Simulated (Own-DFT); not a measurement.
# A layer strained by its substrate: wurtzite GaN, 72 atoms (Ga36N36)

The numbers are computed, not measured, by runs of the plane-wave DFT program Own-DFT (in-house, retired, unreviewed) at fixed positions, with no spin and no spin-orbit coupling.

Method: PBE; PseudoDojo norm-conserving scalar-relativistic files (stringent for Ga); cutoff 96 hartree; 4 x 4 x 3 k mesh centred on Gamma; Gaussian smearing of 0.01 eV.

Keep in mind: forces not confirmed at this smearing and k mesh; stress not checked against mesh or cutoff.

Unstrained cell vectors in Å: (9.567, 0.000, 0.000); (-4.784, 8.285, 0.000); (0.000, 0.000, 10.370). The unstrained cell has measured lattice constants (interpolated for alloys), not those of this functional. That, the random moves and any unrelaxed bonds set the pressure at no strain. Each run strains x and y alike by e, as a substrate would, and holds the height along z. All atoms carry random offsets, Gaussian with a width of 0.05 Å per axis. Stress is positive in tension.

```
e (%)  u (Å)  (s_xx + s_yy)/2 (GPa)  s_zz (GPa)
-3.00  0.047                 -25.90      -11.53
-2.50  0.048                 -23.63       -9.81
-1.75  0.045                 -17.21       -9.63
-1.25  0.051                 -13.75      -10.51
-0.75  0.054                      ?           ?
-0.50  0.050                  -9.76       -8.04
-0.25  0.049                  -8.10       -8.01
 0.75  0.049                  -3.37       -5.43
 2.50  0.052                   4.10       -2.86
 2.75  0.052                   5.27       -4.07
```

## Working it out

With e as a fraction, the in-plane stress is -6.9 + 538 e - 3719 e² GPa (errors 9 and 526, scatter 0.51), and s_zz is -7.3 + 142 e GPa (slope ± 15, scatter 0.86). At e = 0 the first slope is C11 + C12 and the second 2 C13, both with the ions held to the strained lattice and at the cell's own pressure. The term in e² is negative: the layer stiffens under compression and softens under tension. A free layer would change its height as e changes, and the in-plane slope would drop by 2 C13²/C33 to the biaxial modulus. At fixed height, a misfit of 1 % moves the in-plane stress by about 5.4 GPa and s_zz by 1.4 GPa.

## Withheld run

Asked: what are the two stresses at e = -0.75 %?

Estimate: -11.1 and -8.3 GPa. The hidden result is -11.88 and -7.04 GPa.
